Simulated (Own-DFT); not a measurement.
# One host, several defects: D0_22 TiAl3

Source: density functional calculations with Own-DFT, an unreviewed in-house program that is no longer used. Nothing was measured or relaxed, and spin and spin-orbit coupling are left out.

Method: PBE; PseudoDojo norm-conserving scalar-relativistic files; cutoff 42 hartree; 4 x 4 x 4 k mesh centred on Gamma; cold (Marzari-Vanderbilt) smearing of 0.2 eV.

Limits: forces on such cells failed a check on a denser k mesh; stress not checked against mesh or cutoff.

All runs share one cell, with vectors in Å (-2.365, -6.981, 4.326); (-7.667, 3.491, 1.442); (-2.950, -3.488, -7.241) and a volume of 625.4 Å³. u is the rms random offset of the atoms per axis. The defect's site can differ from row to row.

| cell | formula | u (Å) | P (GPa) |
|---|---|---|---|
| no defect | Al30Ti10 | 0.0184 | 1.94 |
| no defect | Al30Ti10 | 0.0460 | 2.52 |
| no defect | Al30Ti10 | 0.0512 | 2.74 |
| two Al on a Ti site each | Al32Ti8 | 0.0251 | 2.82 |
| two Al on a Ti site each | Al32Ti8 | 0.0470 | 3.31 |
| two Al on a Ti site each | Al32Ti8 | 0.0523 | 3.55 |
| one Ti vacancy | Al30Ti9 | 0.0313 | 1.78 |
| one Ti vacancy | Al30Ti9 | 0.0316 | 1.89 |
| one Ti vacancy | Al30Ti9 | 0.0504 | 2.40 |
| two Al vacancies | Al28Ti10 | 0.0287 | 1.22 |
| two Al vacancies | Al28Ti10 | 0.0304 | 1.18 |
| two Al vacancies | Al28Ti10 | 0.0514 | 1.76 |
| two Ti on an Al site each | Al28Ti12 | 0.0265 | 3.30 |
| two Ti on an Al site each | Al28Ti12 | 0.0278 | ? |
| two Ti on an Al site each | Al28Ti12 | 0.0503 | 3.84 |
| two Ti on an Al site each | Al28Ti12 | 0.0537 | 3.70 |

## Fit

P = P0 + c u² + a shift for each defect gives P0 = 1.87 GPa, c = 311 ± 25 GPa/Å² and a scatter of 0.09 GPa. The shifts, and each times the cell's volume:

- two Ti on an Al site each: 1.10 ± 0.07 GPa, 4.3 eV (2.2 eV for each of its 2 sites)
- two Al on a Ti site each: 0.77 ± 0.07 GPa, 3.0 eV (1.5 eV for each of its 2 sites)
- one Ti vacancy: -0.32 ± 0.07 GPa, -1.2 eV
- two Al vacancies: -0.94 ± 0.07 GPa, -3.7 eV (-1.8 eV for each of its 2 sites)

Positive is outwards. The product with the volume (160.2 GPa Å³ to the eV) is nearly free of the cell's size; divided by the bulk modulus at the cell's pressure it gives the volume that the defect adds. The atoms around the defects weren't relaxed, which would change these numbers.

## The run left out

The question: what pressure belongs in the blank (two Ti on an Al site each, u = 0.0278 Å)?

The fitted form gives 3.22 ± 0.10 GPa. The run itself gave 3.28 GPa.
